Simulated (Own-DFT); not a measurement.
# Point defects and the pressure they add: zincblende GaAs

No measurement is shown. These are fixed-geometry runs of a retired plane-wave code named Own-DFT, which no person has reviewed; spin and spin-orbit coupling are neglected.

Settings: PBE; PseudoDojo norm-conserving scalar-relativistic files; cutoff 42 hartree; 3 x 3 x 3 k mesh centred on Gamma; Fermi-Dirac smearing of 0.1 eV.

Keep in mind (not all hold for every row): not probed for a lower state with spin; forces not confirmed at this smearing and k mesh; stress not checked against mesh or cutoff.

All runs share one cell, with vectors in Å (11.737, 0.000, 0.000); (0.000, 11.737, 0.000); (0.000, 0.000, 10.833) and a volume of 1492.4 Å³, strained against the parent crystal. The atoms are randomly displaced, by u rms on each axis. The defect's site can differ from row to row.

```
                             cell     formula   u (Å)  P (GPa)
                        no defect    As32Ga32  0.0268     1.23
                        no defect    As32Ga32  0.0281     1.23
                        no defect    As32Ga32  0.0502     1.57
              one P on an As site   As31Ga32P  0.0297     1.02
              one P on an As site   As31Ga32P  0.0301     0.99
              one P on an As site   As31Ga32P  0.0311     1.04
              one In on a Ga site  As32Ga31In  0.0486     2.12
              one In on a Ga site  As32Ga31In  0.0498     2.19
              one In on a Ga site  As32Ga31In  0.0499     2.13
one As vacancy and one Ga vacancy    As31Ga31  0.0314     0.92
one As vacancy and one Ga vacancy    As31Ga31  0.0489     1.18
one As vacancy and one Ga vacancy    As31Ga31  0.0519     1.27
              one Al on a Ga site  AlAs32Ga31  0.0276        ?
              one Al on a Ga site  AlAs32Ga31  0.0303     1.24
              one Al on a Ga site  AlAs32Ga31  0.0424     1.41
              one Al on a Ga site  AlAs32Ga31  0.0440     1.43
```

## Analysis

P = P0 + c u² + a shift for each defect gives P0 = 1.08 GPa, c = 195 ± 10 GPa/Å² and a scatter of 0.02 GPa. The shifts, and each times the cell's volume:

- one In on a Ga site: 0.59 ± 0.02 GPa, 5.5 eV
- one Al on a Ga site: -0.02 ± 0.02 GPa, -0.2 eV (not resolved)
- one P on an As site: -0.25 ± 0.02 GPa, -2.3 eV
- one As vacancy and one Ga vacancy: -0.35 ± 0.02 GPa, -3.3 eV

Against the defect-free cell, a freed cell would be larger where the shift is positive and smaller where it is negative (160.2 GPa Å³ is 1 eV). The atoms around the defects weren't relaxed, which would change these numbers.

## Prediction

Question: what pressure belongs in the blank (one Al on a Ga site, u = 0.0276 Å)?

Estimate: 1.20 ± 0.03 GPa. The run itself gave 1.21 GPa.
